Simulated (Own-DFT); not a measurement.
# Slab less bulk: wurtzite AlN, m plane (10-10)

Source: density functional calculations with Own-DFT, an unreviewed in-house program that is no longer used. Nothing was measured or relaxed, and spin and spin-orbit coupling are left out.

Limits (not all hold for every row): some atoms lie very close together; forces not confirmed at this smearing and k mesh; k mesh not checked against a denser one.

Both sets of runs: PBE; PseudoDojo norm-conserving scalar-relativistic files; cutoff 42 hartree; Gaussian smearing of 0.01 eV. The slab has 128 atoms in 16 layers, two equal faces of 62.02 Å² as cut, 15 Å of vacuum, a dipole correction along the normal and a 6 x 3 x 1 mesh. The bulk cell has 128 atoms, the same measured lattice constants and a 3 x 3 x 3 mesh. All atoms were moved at random; u is the rms move along one axis. Energies are counted from -174.06 eV for each atom.

```
slab run   u (Å)  E (eV, cell)
       1  0.0191        20.585
       2  0.0198        20.429
       3  0.0199        20.490
       4  0.0199        20.589
       5  0.0223        20.488
       6  0.0502        29.125
       7  0.0503        29.009
       8  0.0507        28.901
       9  0.0519        28.063
      10  0.0954        58.538
      11  0.0968        59.738
      12  0.0986        56.918
```

```
bulk run,u (Å),E (meV/atom)
1,0.0192,-3.84
2,0.0195,-2.31
3,0.0195,-3.10
4,0.0201,-1.62
5,0.0202,-1.66
6,0.0210,-0.82
7,0.0964,295.38
8,0.0998,302.40
9,0.1005,299.83
10,0.1067,331.16
```

Asked: what is the energy of the unrelaxed surface?

## Worked answer

Take each set to u = 0 with E = a + b u². Rows are weighted down as u grows, with residuals divided by u² + 0.0006 Å². Slab: a = 18.86 ± 0.14 eV. Bulk: a = -14.9 ± 0.4 meV/atom. The excess is 18.86 - 128 x (-0.0149) = 20.76 ± 0.15 eV. Over two faces that is 167 meV/Å², or 2.68 ± 0.02 J/m². Relaxing the faces would lower the energy, and the unlike meshes and the reach from the smallest u down to zero add errors that aren't counted here.
